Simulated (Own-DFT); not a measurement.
# Response to strain: C40 NbSi2, 36 atoms (Nb12Si24)

All numbers below are calculated, not measured. They come from Own-DFT, an in-house plane-wave density functional program, since retired, whose code no person has reviewed. Each row is one single-point run on a periodic cell that was not relaxed, without spin or spin-orbit coupling.

Settings of every run: PBE; PseudoDojo norm-conserving scalar-relativistic files; cutoff 42 hartree; 4 x 4 x 5 k mesh centred on Gamma; cold (Marzari-Vanderbilt) smearing of 0.2 eV.

Known limits: forces on such cells failed a check on a denser k mesh; stress not checked against mesh or cutoff.

Unstrained cell vectors in Å: (0.000, 8.324, 0.000); (-9.613, 0.000, 0.000); (0.000, 0.000, 6.586). The unstrained cell was taken from the Materials Project. The random moves and any unrelaxed bonds add to the pressure at no strain. Each run strains this cell uniformly, with the atoms carried along. Every atom was also moved at random, by a Gaussian of width 0.05 Å on each axis. Strain is the symmetric tensor, in per cent. Stress is positive in tension, and the pressure is minus a third of its trace.

| run | e_xx (%) | e_yy (%) | e_zz (%) | e_yz (%) | e_xz (%) | e_xy (%) | s_xx (GPa) | s_yy (GPa) | s_zz (GPa) | s_yz (GPa) | s_xz (GPa) | s_xy (GPa) | P (GPa) | E (meV/atom) |
|---|---|---|---|---|---|---|---|---|---|---|---|---|---|---|
| 1 | -1.55 | -0.52 | 1.37 | 0.48 | -0.49 | 1.56 | -8.89 | -5.34 | 0.48 | 1.06 | -1.33 | 5.52 | 4.58 | 33.2 |
| 2 | 0.14 | -1.92 | -1.48 | -0.65 | -1.00 | -1.61 | -4.43 | -12.06 | -12.61 | -2.35 | -3.93 | -5.27 | 9.70 | 28.1 |
| 3 | -0.12 | -1.15 | 0.59 | -0.72 | 1.03 | 1.57 | -3.26 | -6.83 | -2.55 | -2.37 | 2.40 | 4.83 | 4.22 | 15.7 |
| 4 | -0.17 | 1.83 | 1.34 | -0.81 | 1.15 | -0.23 | -0.48 | 4.54 | 3.15 | -2.75 | 2.65 | -1.10 | -2.41 | 3.1 |
| 5 | 1.33 | -1.88 | -0.62 | -0.71 | 1.06 | -1.51 | 0.92 | -9.64 | -7.19 | -1.39 | 2.88 | -4.23 | 5.30 | 13.6 |
| 6 | 0.87 | 1.22 | -1.60 | 1.86 | -1.09 | -1.64 | 0.04 | 0.82 | -9.69 | 5.71 | -2.92 | -4.08 | 2.94 | 17.8 |
| 7 | -1.49 | -1.43 | -0.50 | -0.69 | 0.57 | 1.17 | -9.65 | -9.91 | -8.58 | -2.40 | 1.83 | 3.54 | 9.38 | 18.0 |
| 8 | 1.00 | 1.16 | -1.18 | 1.35 | 1.54 | 0.01 | 1.04 | 1.47 | -8.24 | 4.03 | 5.22 | 0.03 | 1.91 | 11.1 |
| 9 | -1.38 | -1.09 | -1.47 | 0.20 | 0.46 | 1.43 | -9.60 | -9.34 | -12.92 | -0.77 | 0.91 | 4.86 | 10.62 | 20.1 |
| 10 | -0.17 | 1.33 | 0.47 | 1.41 | -1.50 | 0.49 | -1.74 | 2.96 | -1.01 | 4.04 | -4.75 | 1.72 | -0.07 | 0.5 |
| 11 | -0.01 | 1.35 | 1.15 | 0.92 | 1.88 | 1.98 | -0.62 | 2.99 | 2.46 | 2.64 | 5.20 | 5.47 | -1.61 | 3.8 |
| 12 | -1.17 | -1.89 | -1.81 | 1.65 | -0.77 | 0.37 | -10.26 | -11.99 | -16.77 | 6.43 | -3.20 | 1.02 | 13.01 | 41.0 |
| 13 | 1.41 | 1.23 | -0.93 | -0.93 | -1.59 | -0.46 | 2.73 | 2.39 | -5.79 | -2.53 | -4.85 | -1.46 | 0.22 | 0.0 |
| 14 | 1.06 | 1.72 | 1.12 | 1.57 | 0.49 | -0.69 | 3.17 | 4.81 | 3.39 | 3.95 | 1.48 | -2.04 | -3.79 | 2.0 |
| 15 | -0.39 | -1.91 | 1.77 | -0.38 | 0.59 | 0.56 | -4.06 | -8.32 | 2.37 | -1.08 | 1.76 | 1.93 | 3.34 | 5.2 |
| 16 | -0.13 | 0.16 | 0.37 | 1.62 | 0.34 | -0.48 | ? | ? | ? | ? | ? | ? | ? | ? |

E is the free energy for each atom above the lowest run shown.

## Worked fit

Each stress component was fitted by least squares to a constant and the strains of the runs shown, as fractions, with shears doubled. Shear strains stay in the fit of a normal stress only where such slopes are resolved. The slopes, in GPa:

```
stress  at no strain  per e_xx  per e_yy  per e_zz  scatter
  s_xx          -2.7  391 ± 12    68 ± 8    79 ± 9     0.41
  s_yy          -2.9   75 ± 14  376 ± 10   82 ± 11     0.47
  s_zz          -4.2  101 ± 15   81 ± 11  478 ± 11     0.51
```

Each shear stress against twice its own strain: yz 159 ± 11, xz 150 ± 8, xy 151 ± 9 GPa. These are stiffnesses along x, y and z of the frame in which the cell vectors are given, which need not be the crystal's axes. The atoms are held to the strained lattice; where symmetry lets them move under strain, relaxing them would lower some slopes. The table should be nearly symmetric about its diagonal, and what it lacks of that shows the noise. A ninth of its sum, 192 ± 4 GPa, estimates the bulk modulus near the mean pressure of these runs, 3.8 GPa, so it lies above the value at zero pressure.

## Withheld run

Question: what normal stresses and pressure should run 16 give?

The fit gives s_xx = -2.7, s_yy = -2.1, s_zz = -2.4 and P = 2.4 GPa. The calculation gave -2.64, -1.29, -2.03 and P = 1.98 GPa.
